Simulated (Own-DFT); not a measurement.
# Misfit strain and the stress it brings: wurtzite GaN, 72 atoms (Ga36N36)

Everything here is calculated. The program is Own-DFT (plane waves, in-house, since retired, never reviewed by a person); positions were held fixed, and spin and spin-orbit coupling were off.

All runs used: PBE; PseudoDojo norm-conserving scalar-relativistic files; cutoff 42 hartree; 4 x 4 x 3 k mesh centred on Gamma; Fermi-Dirac smearing of 0.1 eV.

Limits: forces not confirmed at this smearing and k mesh; stress not checked against mesh or cutoff.

Unstrained cell vectors in Å: (9.567, 0.000, 0.000); (-4.783, 8.285, 0.000); (0.000, 0.000, 10.370). The unstrained cell has measured lattice constants (interpolated for alloys), not those of this functional. That, the random moves and any unrelaxed bonds set the pressure at no strain. Each run strains x and y alike by e, as a substrate would, and holds the height along z. Random moves of width 0.05 Å per axis were added to every atom. Stress is positive in tension.

| e (%) | u (Å) | (s_xx + s_yy)/2 (GPa) | s_zz (GPa) |
|---|---|---|---|
| -2.50 | 0.050 | -22.72 | -11.68 |
| -2.25 | 0.048 | -20.24 | -12.22 |
| -0.50 | 0.049 | -10.37 | -9.13 |
| -0.25 | 0.049 | ? | ? |
| 0.50 | 0.052 | -4.89 | -7.64 |
| 0.75 | 0.050 | -3.87 | -6.13 |
| 1.00 | 0.047 | -2.06 | -5.86 |
| 1.50 | 0.055 | -0.52 | -5.89 |
| 1.75 | 0.052 | 0.69 | -5.21 |
| 2.00 | 0.052 | 1.59 | -4.59 |

## Working it out

With e as a fraction, the in-plane stress is -7.4 + 518 e - 3220 e² GPa (errors 8 and 632, scatter 0.35), and s_zz is -8.0 + 167 e GPa (slope ± 10, scatter 0.47). At e = 0 the first slope is C11 + C12 and the second 2 C13, both with the ions held to the strained lattice and at the cell's own pressure. The term in e² is negative: the layer stiffens under compression and softens under tension. A free layer would change its height as e changes, and the in-plane slope would drop by 2 C13²/C33 to the biaxial modulus. At fixed height, a misfit of 1 % moves the in-plane stress by about 5.2 GPa and s_zz by 1.7 GPa.

## Check

Asked: what are the two stresses at e = -0.25 %?

The fitted form gives -8.7 and -8.4 GPa. DFT gave -8.16 and -9.04 GPa.
